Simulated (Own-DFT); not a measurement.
Ti20Si39 (C49 TiSi2 crystal with one vacancy, atoms displaced) (calculated)

All values are calculated (Own-DFT development build). A calculation, not a measurement: plane-wave density functional theory by an unreviewed code, no spin, of a simulated periodic cell, stress positive in tension, run twice, with PBE and with PBEsol, both on files made for PBE, so the change isn't that of files made for PBEsol, forces on such cells moved up to 12 meV/angstrom on a denser k mesh; the far tail of each file's local potential was reset to the Coulomb form; each entry is a single point on an unrelaxed cell, so the pressure reflects the starting lattice, taken from the Materials Project, from which strain is counted, and rises with the displacements; printed positions are rounded, which can move forces by about a meV/angstrom; the program, named Own-DFT, is a retired in-house code; no spin-orbit coupling; stress was not checked against mesh or cutoff.

Settings shared by all entries: functional PBE, then PBEsol; potential files PseudoDojo norm-conserving, scalar-relativistic, standard set; wave cutoff 42 hartree; occupations cold (Marzari-Vanderbilt); smearing width 0.2 eV; k mesh 4 x 4 x 4 centred on Gamma.

(1) 
```xyz
59
Lattice="5.2953 -6.7593 3.5652 7.0604 0.0000 -7.1303 5.2953 6.7593 3.5652" Properties=species:S:1:pos:R:3:PBE_force_x:R:1:PBE_force_y:R:1:PBE_force_z:R:1:PBEsol_force_x:R:1:PBEsol_force_y:R:1:PBEsol_force_z:R:1 formula=Ti20Si39 PBE_pressure=3.67 PBE_stress_xx=-3.76 PBE_stress_yy=-3.37 PBE_stress_zz=-3.88 PBE_stress_yz=-0.23 PBE_stress_xz=0.39 PBE_stress_xy=-0.07 PBEsol_pressure=0.4 PBEsol_stress_xx=-0.43 PBEsol_stress_yy=0.14 PBEsol_stress_zz=-0.92 PBEsol_stress_yz=-0.22 PBEsol_stress_xz=0.39 PBEsol_stress_xy=-0.07 rms_change_of_force_components_from_PBE_to_PBEsol=0.023
Ti    12.3588    -5.3213    -2.8248     -0.417     -0.627      1.964     -0.415     -0.637      1.952
Ti    14.2100    -1.3549    -0.8478     -1.091     -0.716     -0.841      -1.05     -0.714      -0.86
Si    12.4039    -0.7987    -2.6335      0.241      0.669     -0.073      0.235      0.627     -0.079
Si     8.7845     0.7433    -4.4367      0.507      0.456     -0.227      0.494      0.498     -0.231
Si     7.1154    -3.3988     4.5023     -0.614      0.341      0.004     -0.627       0.33      0.006
Si    12.4163    -3.4114    -0.8459     -0.311      0.418     -0.273     -0.332      0.412     -0.284
Ti     8.7380    -5.3897     0.9223      1.093      0.202      0.049      1.074      0.191      0.044
Ti    10.5905    -1.4947     2.6661     -0.308      1.373      0.553      -0.34      1.369      0.594
Si     8.7630    -0.8461     0.9148      1.138       0.59     -0.481      1.116      0.556     -0.472
Si     5.3177     0.8897    -0.9278     -0.622     -0.737     -0.139     -0.613     -0.706     -0.135
Si    10.5612    -3.3487     0.8755       0.91     -0.013      0.755      0.919     -0.015      0.774
Si     8.7774    -3.3690     2.7612      0.414     -0.019      -0.75      0.442     -0.022     -0.761
Ti    14.3275     1.6410     0.8638     -3.152     -3.512      0.547     -3.099     -3.481      0.542
Ti    10.6965    -1.4989    -1.0162     -0.924       1.76      2.128     -0.951      1.748       2.08
Si     8.8865    -0.7096    -2.5863     -0.286     -1.003     -1.012     -0.277     -1.073     -1.014
Si    10.6100    -5.9187    -1.0040      0.407       0.24      1.597      0.404      0.304      1.589
Si    10.5163    -3.3228    -2.5925      1.808      0.271     -0.887      1.804      0.274     -0.892
Si     8.9478    -3.4607    -0.8129      -1.48      0.825      0.011     -1.492      0.806     -0.008
Ti     7.0312     1.4211     4.4080      -0.54      0.048      1.225     -0.535      0.021      1.215
Ti    10.5578    -1.4424    -4.3791      0.772      1.185     -0.486      0.766      1.193     -0.489
Si     1.8535    -0.7974     0.9017     -0.532     -0.428     -0.079     -0.515     -0.483     -0.077
Si    15.7966     0.8190    -0.9147      1.075     -0.315     -0.673      1.062     -0.263     -0.667
Si     3.6320    -3.3647     0.9704     -0.926     -0.175      -0.85     -0.949     -0.168     -0.863
Si     8.8311    -3.3833    -4.4109      0.169      0.243     -1.086      0.179      0.238     -1.077
Ti    10.6533     1.3178     4.4659     -1.709      1.163      0.472     -1.679      1.136      0.486
Ti     7.0113    -1.2224     2.6529      0.457     -2.245       0.55      0.459     -2.201      0.548
Si     5.2606    -0.7773     0.9154      0.212     -0.216     -0.931      0.208      -0.26     -0.941
Si     6.9610    -6.0092     2.7268      1.456      0.167     -0.471      1.432      0.222     -0.475
Si     7.0427    -3.4509     1.0285     -0.062      0.812     -1.055     -0.065       0.79     -1.079
Si     5.2603    -3.3781     2.7084      0.423       0.32      0.157      0.417       0.31      0.192
Ti    10.4926     1.3994     0.8424      1.078      -0.36      1.284      1.034     -0.315      1.265
Ti     7.0715    -1.3434    -0.9458     -0.403     -0.285       0.83       -0.4     -0.255      0.817
Si     5.3110    -0.8175    -2.8047     -0.046      0.416      0.934     -0.043      0.373      0.942
Si    12.2725     0.7988     2.7635      0.851     -0.098     -3.092       0.84     -0.039     -3.109
Si     7.1912    -3.2741    -2.6211      -0.83     -0.627     -0.042     -0.822     -0.612     -0.043
Si    10.5119     3.4110     2.5828      1.436     -0.322      1.103      1.453     -0.313      1.111
Ti    10.6691     1.3784    -2.5457     -0.101     -0.158     -1.157     -0.119      -0.17     -1.148
Ti     7.1926    -1.4166    -4.4767     -1.349      0.807      0.033     -1.328      0.823      0.047
Si    15.7380    -0.7442     0.9213        2.1     -0.133     -1.151      2.072     -0.194     -1.159
Si    12.3950     0.7169    -0.7010      0.399     -0.794     -0.202      0.394      -0.75     -0.183
Si    12.3713     3.3957    -2.6497      0.096     -0.011      0.268      0.094     -0.014      0.282
Si    10.4914     3.4010    -0.8080      1.266      0.007     -0.688      1.281          0     -0.696
Ti     6.9943     1.4135     0.8538      1.086     -0.334      0.304      1.075     -0.356      0.312
Ti     3.5951    -1.3749    -0.8531     -0.685     -0.137     -0.946     -0.682     -0.117     -0.933
Si    12.3720    -0.6747     4.4295      0.487     -1.703      0.165      0.482     -1.756      0.183
Si     8.7169     0.7966     2.8078      1.186     -0.133      -1.82      1.162      -0.09     -1.819
Si     8.8974     3.2542     0.9249     -1.837      1.207     -0.253     -1.857      1.173     -0.255
Si     6.9524     3.4031     2.6242      1.305     -0.384      0.419      1.319      -0.38      0.423
Ti     7.0442     1.4249    -2.6605      0.164     -1.033     -0.519      0.176     -1.044     -0.511
Ti     8.8749     5.4010    -0.9960     -1.435     -0.384      1.651     -1.382     -0.372      1.666
Si     8.8547     0.8154    -0.9120     -0.663      0.143      1.008     -0.658      0.203      1.022
Si     8.8648     3.2603    -2.7199     -0.767      1.148      1.095     -0.771      1.124      1.114
Si     7.0645     3.3553    -0.8551     -0.104      0.614     -0.381     -0.114      0.598     -0.375
Ti     3.5305     1.3424     0.8774     -0.428      0.561      0.307     -0.424      0.546        0.3
Ti     5.3883     5.3362     2.5964       -1.5      0.777      1.406     -1.484      0.784      1.385
Si     8.8399    -0.8977     4.4705     -0.048      0.211     -0.038     -0.041      0.162     -0.032
Si     5.3198     0.7969     2.5892     -0.735       0.29      1.531     -0.711      0.334      1.538
Si     5.1697     3.4278     1.0040      0.786     -0.594     -1.229      0.793     -0.581     -1.243
Si    10.5568     3.3165    -4.3492      0.585      0.231     -0.517      0.591      0.231      -0.52
```

Units: PBE_pressure, PBE_stress_xx, PBE_stress_yy, PBE_stress_zz, PBE_stress_yz, PBE_stress_xz, PBE_stress_xy, PBEsol_pressure, PBEsol_stress_xx, PBEsol_stress_yy, PBEsol_stress_zz, PBEsol_stress_yz, PBEsol_stress_xz, PBEsol_stress_xy in GPa; rms_change_of_force_components_from_PBE_to_PBEsol, PBE_force_x, PBE_force_y, PBE_force_z, PBEsol_force_x, PBEsol_force_y, PBEsol_force_z in eV/Å.

(2) 
```xyz
59
Lattice="5.2953 -6.7593 3.5652 7.0604 0.0000 -7.1303 5.2953 6.7593 3.5652" Properties=species:S:1:pos:R:3:PBE_force_x:R:1:PBE_force_y:R:1:PBE_force_z:R:1:PBEsol_force_x:R:1:PBEsol_force_y:R:1:PBEsol_force_z:R:1 formula=Ti20Si39 PBE_pressure=3.66 PBE_stress_xx=-3.99 PBE_stress_yy=-3.19 PBE_stress_zz=-3.8 PBE_stress_yz=-0.22 PBE_stress_xz=-0.05 PBE_stress_xy=0.36 PBEsol_pressure=0.38 PBEsol_stress_xx=-0.6 PBEsol_stress_yy=0.26 PBEsol_stress_zz=-0.79 PBEsol_stress_yz=-0.24 PBEsol_stress_xz=-0.05 PBEsol_stress_xy=0.37 rms_change_of_force_components_from_PBE_to_PBEsol=0.024
Ti    12.2577    -5.2653    -2.6036      1.402     -1.636     -1.138      1.387     -1.628     -1.123
Ti    14.2325    -1.4401    -0.8571     -2.158     -0.098     -0.937     -2.121     -0.064     -0.928
Si    12.4368    -0.8687    -2.7356     -0.062      0.006      0.742     -0.057     -0.048      0.726
Si     8.8689     0.9104    -4.3728     -0.242     -0.902     -0.743     -0.245      -0.87     -0.739
Si     7.1608    -3.4874     4.4337     -0.395      0.781       0.92     -0.401      0.767      0.938
Si    12.2306    -3.4237    -0.9409      1.745      0.772      1.152      1.771      0.755      1.145
Ti     8.8850    -5.2903     0.9035     -0.676     -1.608     -0.417     -0.673     -1.581     -0.415
Ti    10.6815    -1.5609     2.8475     -1.739      2.231     -2.463     -1.717       2.22      -2.44
Si     8.7498    -0.7974     0.8903       1.46      0.143      0.847      1.432      0.113      0.838
Si     5.2036     0.9221    -0.9284      1.273     -0.292      0.479      1.254     -0.246      0.476
Si    10.4961    -3.3060     0.7881      1.195      0.034      1.134      1.195      0.035      1.158
Si     8.8794    -3.4906     2.7378      0.087      0.738     -0.266      0.101      0.726     -0.275
Ti    14.2102     1.3446     0.8546     -1.731      0.237      0.202     -1.699      0.216      0.224
Ti    10.6125    -1.3232    -0.9419     -0.523     -0.616      0.963     -0.517     -0.597      0.954
Si     8.6647    -0.7246    -2.5197      1.521     -1.158     -2.408      1.493     -1.217      -2.42
Si    10.5450    -5.8557    -0.9418      0.728     -1.276      1.058       0.72     -1.244       1.05
Si    10.5428    -3.3621    -2.5179     -0.666      -0.07     -1.664     -0.661     -0.067     -1.688
Si     8.7464    -3.4866    -0.7936      0.136       0.93     -1.708      0.131       0.91     -1.718
Ti     7.1516     1.3808     4.4030     -1.817     -0.372      1.108     -1.756     -0.429      1.099
Ti    10.6924    -1.5824    -4.3731     -1.487      2.612     -0.833     -1.464      2.614     -0.816
Si     1.7096    -0.8089     0.8661      1.062      0.324      0.571       1.05      0.291      0.567
Si    15.8776     0.6869    -0.9668      0.169      1.273      0.871      0.165      1.339      0.864
Si     8.8535     3.2852     4.4341     -0.328      0.893       0.59     -0.327      0.875      0.605
Si     8.8276    -3.4264    -4.3848      0.037       0.09     -0.748      0.043      0.088      -0.77
Ti    10.5010     1.3661     4.4805      1.293     -0.273     -0.561      1.275     -0.287     -0.566
Ti     7.1052    -1.4041     2.7083      0.235     -0.319     -0.159      0.225     -0.304     -0.163
Si     5.3966    -0.6428     0.8650     -1.122     -1.079      0.412     -1.093     -1.137      0.388
Si     7.0352    -5.8045     2.5740      -0.21     -1.334      0.921     -0.207     -1.299      0.915
Si     7.1814    -3.4389     0.9369     -1.724      0.683      0.515     -1.731      0.683      0.522
Si     5.3547    -3.3095     2.7633     -0.112     -1.136     -0.464     -0.137     -1.118     -0.463
Ti    10.5138     1.3085     0.8941       0.45      0.377      0.345      0.445      0.361      0.334
Ti     7.0531    -1.3827    -0.7632     -0.339     -0.962     -1.271     -0.328     -0.927     -1.262
Si     5.3114    -0.8017    -2.5810      0.385       0.25     -1.325      0.386      0.207     -1.323
Si    12.3771     0.8455     2.7118     -0.231      0.483     -0.616     -0.225      0.545     -0.609
Si    12.3262     3.3692     0.8698      0.107     -0.055     -0.054      0.113      -0.05     -0.046
Si    10.5714     3.3097     2.6830      0.343      0.096      0.064       0.34      0.098      0.071
Ti    10.6857     1.3980    -2.6375     -1.783      -0.09     -0.503     -1.807     -0.147     -0.492
Ti     7.1607    -1.3086    -4.4175     -1.477     -0.584      0.161      -1.47     -0.533      0.189
Si    15.8431    -0.7986     0.7715       1.58     -0.319      2.474      1.555      -0.36      2.479
Si    12.2634     0.6695    -0.9727      1.783      0.618      1.442      1.751      0.656      1.445
Si    10.5981     3.3603    -0.8968      0.373      0.119     -0.174      0.379      0.116     -0.199
Ti     7.1029     1.3003     0.8621     -0.727      1.281      0.245     -0.713      1.233      0.243
Ti     3.6491    -1.4545    -0.8507     -1.261      0.818     -0.147     -1.243      0.823     -0.157
Si     7.1628     5.9165     0.7195      0.136      0.262      2.992      0.131      0.199      2.987
Si     8.7175     0.8266     2.7597      1.471      -0.75     -1.471      1.448     -0.704     -1.452
Si     8.7535     3.4135     0.8806      0.733     -0.387      -0.03      0.745     -0.383     -0.024
Si     7.0508     3.4100     2.6889      0.095     -0.545      0.576      0.076     -0.537      0.604
Ti     7.0885     1.4175    -2.6471     -1.109      0.236     -0.431     -1.095      0.209     -0.426
Ti     8.9017     5.3909    -0.9586      0.189      -0.32      0.781      0.167     -0.302      0.777
Si    12.3791    -0.8089     1.0467     -0.374      0.098     -1.909     -0.364      0.046     -1.904
Si     8.7805     0.7867    -0.9362      0.768      1.049      1.604      0.766      1.112      1.621
Si     8.8682     3.3740    -2.7074      0.088     -0.089     -0.029      0.085     -0.086     -0.039
Si     7.0497     3.3757    -0.8958      0.459     -0.547     -0.344      0.436     -0.543     -0.359
Ti     3.4882     1.3166     0.8438      0.191      0.132      0.455      0.209      0.139      0.439
Ti     5.3354     5.3338     2.7478      0.181      0.617     -1.503      0.155      0.653     -1.544
Si     8.8958    -0.8937     4.5261     -0.132     -0.156     -1.155     -0.124     -0.206     -1.163
Si     5.1893     0.7810     2.6532      1.171       0.58      0.603      1.155       0.63      0.613
Si     5.3134     3.4268     0.9069      0.476     -1.345      0.505      0.486     -1.311      0.486
Si    10.7894     3.3544    -4.4320     -0.896     -0.445      0.737     -0.893     -0.435      0.767
```

Units: PBE_pressure, PBE_stress_xx, PBE_stress_yy, PBE_stress_zz, PBE_stress_yz, PBE_stress_xz, PBE_stress_xy, PBEsol_pressure, PBEsol_stress_xx, PBEsol_stress_yy, PBEsol_stress_zz, PBEsol_stress_yz, PBEsol_stress_xz, PBEsol_stress_xy in GPa; rms_change_of_force_components_from_PBE_to_PBEsol, PBE_force_x, PBE_force_y, PBE_force_z, PBEsol_force_x, PBEsol_force_y, PBEsol_force_z in eV/Å.

(3) 
```xyz
59
Lattice="5.2953 -6.7593 3.5652 7.0604 0.0000 -7.1303 5.2953 6.7593 3.5652" Properties=species:S:1:pos:R:3:PBE_force_x:R:1:PBE_force_y:R:1:PBE_force_z:R:1:PBEsol_force_x:R:1:PBEsol_force_y:R:1:PBEsol_force_z:R:1 formula=Ti20Si39 PBE_pressure=5.11 PBE_stress_xx=-4.49 PBE_stress_yy=-6.04 PBE_stress_zz=-4.81 PBE_stress_yz=-0.3 PBE_stress_xz=0.22 PBE_stress_xy=0.49 PBEsol_pressure=1.84 PBEsol_stress_xx=-1.09 PBEsol_stress_yy=-2.58 PBEsol_stress_zz=-1.84 PBEsol_stress_yz=-0.31 PBEsol_stress_xz=0.22 PBEsol_stress_xy=0.48 rms_change_of_force_components_from_PBE_to_PBEsol=0.026
Ti    12.5184    -5.4588    -2.7410     -2.503      0.962     -0.402     -2.481      0.934     -0.379
Ti    14.1583    -1.5837    -0.9873     -0.775      4.002      2.152     -0.767      3.986      2.113
Si    12.3023    -0.8496    -2.6857      0.017      -0.34       0.22      0.025       -0.4      0.232
Si     8.7719     0.9272    -4.5208      0.589      -0.67      1.703      0.585     -0.628      1.691
Si     7.1381    -3.2042     4.5131     -0.784     -2.578     -1.877      -0.79      -2.54     -1.869
Si    12.3675    -3.3983    -0.8476      -0.15     -0.067     -0.038     -0.151     -0.061     -0.024
Ti     8.8533    -5.2831     1.0264      0.161     -1.995     -1.832      0.147     -1.985     -1.829
Ti    10.4488    -1.4971     2.6189      1.569      1.893      1.177      1.505      1.933      1.173
Si     8.8125    -0.8361     0.8620     -0.395     -0.356     -0.198     -0.394     -0.425     -0.182
Si     5.3040     0.8811    -0.7538       0.36      0.385     -1.663      0.357      0.424     -1.675
Si    10.5327    -3.3269     1.0399       1.08     -0.823     -1.205      1.095     -0.812     -1.205
Si     8.8313    -3.4067     2.6705      -0.58     -0.072      0.695     -0.585     -0.069      0.693
Ti    14.0813     1.3633     0.9638      0.366     -0.033     -1.204      0.355     -0.047     -1.194
Ti    10.6069    -1.5469    -0.8789     -0.383      1.797     -0.443     -0.379      1.795      -0.44
Si     8.7943    -0.8817    -2.7130      -0.92      1.172      1.072     -0.908      1.135      1.054
Si    10.6290    -5.8960    -0.8743     -0.258       0.48     -0.181     -0.254      0.539     -0.179
Si    10.6245    -3.4888    -2.7284       0.03      0.335      0.269      0.015      0.334      0.283
Si     8.8001    -3.3442    -0.9878        0.7     -0.155      0.612      0.733     -0.151      0.611
Ti     7.0151     1.2888     4.4400      0.523      1.042      0.146      0.521      1.028      0.134
Ti    10.3804    -1.4035    -4.4637      3.122      0.344      0.591      3.097      0.335      0.569
Si     1.8481    -0.7826     0.9052     -1.602      0.315     -0.793     -1.582      0.279     -0.786
Si    15.7556     0.8209    -0.9335      1.226     -0.396      0.633      1.201     -0.346      0.622
Si     8.7047     3.4469     4.4057      1.923     -0.965      1.523      1.953     -0.942      1.532
Si     8.8702    -3.2987    -4.5589     -1.523     -1.327       0.93     -1.528     -1.299      0.934
Ti    10.5359     1.4888     4.2870      0.069     -1.798      2.425      0.077     -1.802      2.402
Ti     7.1969    -1.3584     2.7541     -1.494     -0.221     -0.846     -1.463     -0.188     -0.817
Si     5.2293    -0.6892     0.9116      0.586     -0.664      1.313      0.568      -0.73      1.295
Si     7.0600    -5.9910     2.5774     -0.119      0.529      1.009     -0.117      0.595      1.033
Si     7.1246    -3.5828     0.6631     -0.894      1.785      1.462     -0.904      1.756      1.482
Si     5.2979    -3.2614     2.6871      0.428     -0.703     -0.567      0.443     -0.694     -0.589
Ti    10.5061     1.5355     0.9073      1.412     -2.725      0.691      1.397     -2.713       0.69
Ti     6.8945    -1.3983    -0.8071      1.636      0.025       -1.1      1.625      0.035     -1.089
Si     5.3164    -0.7536    -2.7787     -0.558     -0.052       1.72     -0.551     -0.105      1.731
Si    12.3436     0.7945     2.6702     -0.122      0.581       1.42     -0.117      0.644       1.43
Si    12.4058     3.3567     0.8324     -0.688      0.368     -0.016     -0.709      0.358     -0.012
Si    10.4789     3.3711     2.7211      0.663      0.449     -0.794      0.663      0.446     -0.795
Ti    10.5451     1.5494    -2.6395      0.733     -2.659     -0.526      0.726     -2.651     -0.528
Ti     6.9544    -1.4458    -4.5401      1.685      0.388      0.644      1.685      0.411      0.643
Si    10.5685     6.0143    -2.5698     -0.419     -0.202     -1.996     -0.416     -0.261     -1.981
Si    12.3069     0.7768    -0.9250      0.001      0.067      0.477          0       0.13      0.463
Si    12.4556     3.4756    -2.9091     -1.193     -1.112      2.015     -1.221     -1.092      2.034
Si    10.5037     3.2620    -0.7864      0.669      1.836     -1.233      0.696      1.813     -1.254
Ti     7.0868     1.4655     0.9093     -0.506     -1.213      1.104     -0.496     -1.268      1.131
Ti     3.6027    -1.4751    -0.7475     -0.897       1.88     -1.991       -0.9      1.866      -1.96
Si     7.1069     5.9465     0.9583      0.211      -0.82     -1.579      0.213     -0.886      -1.58
Si     8.8231     0.6725     2.6750     -0.257      0.392      0.039     -0.258      0.434      0.047
Si     8.8306     3.3610     0.8482     -1.082        0.9      0.133     -1.105      0.885      0.129
Si     7.1934     3.3154     2.7493     -0.976     -0.007     -2.069     -0.973     -0.012     -2.109
Ti     7.0693     1.5128    -2.7114     -0.147     -1.892      1.025     -0.147     -1.925      0.981
Ti     8.7447     5.3665    -0.8890       1.03       0.09      0.183       1.06      0.154      0.182
Si    12.2846    -0.6469     0.9879      0.008     -1.748     -1.785      0.007     -1.813     -1.789
Si     8.7863     0.8405    -0.7412     -0.308     -0.061     -2.402     -0.311     -0.001       -2.4
Si     8.8714     3.2954    -2.6171     -0.868      1.535      -0.09     -0.877      1.512     -0.088
Ti     3.4525     1.3628     0.9258      0.824      0.375     -0.329      0.812       0.34     -0.335
Ti     5.3814     5.2687     2.5591       -0.3      1.952      1.898     -0.297      1.933      1.894
Si     8.9501    -0.9085     4.5258     -0.995      0.632     -0.563     -0.983      0.575     -0.575
Si     5.2868     0.7611     2.7702     -0.503      0.471      -1.03     -0.487      0.542     -1.021
Si     5.3642     3.3771     0.9715     -0.037      -0.49     -1.285     -0.012     -0.478     -1.293
Si    10.5815     3.4103    -4.5156      0.617     -0.836      0.759      0.602     -0.826       0.77
```

Units: PBE_pressure, PBE_stress_xx, PBE_stress_yy, PBE_stress_zz, PBE_stress_yz, PBE_stress_xz, PBE_stress_xy, PBEsol_pressure, PBEsol_stress_xx, PBEsol_stress_yy, PBEsol_stress_zz, PBEsol_stress_yz, PBEsol_stress_xz, PBEsol_stress_xy in GPa; rms_change_of_force_components_from_PBE_to_PBEsol, PBE_force_x, PBE_force_y, PBE_force_z, PBEsol_force_x, PBEsol_force_y, PBEsol_force_z in eV/Å.
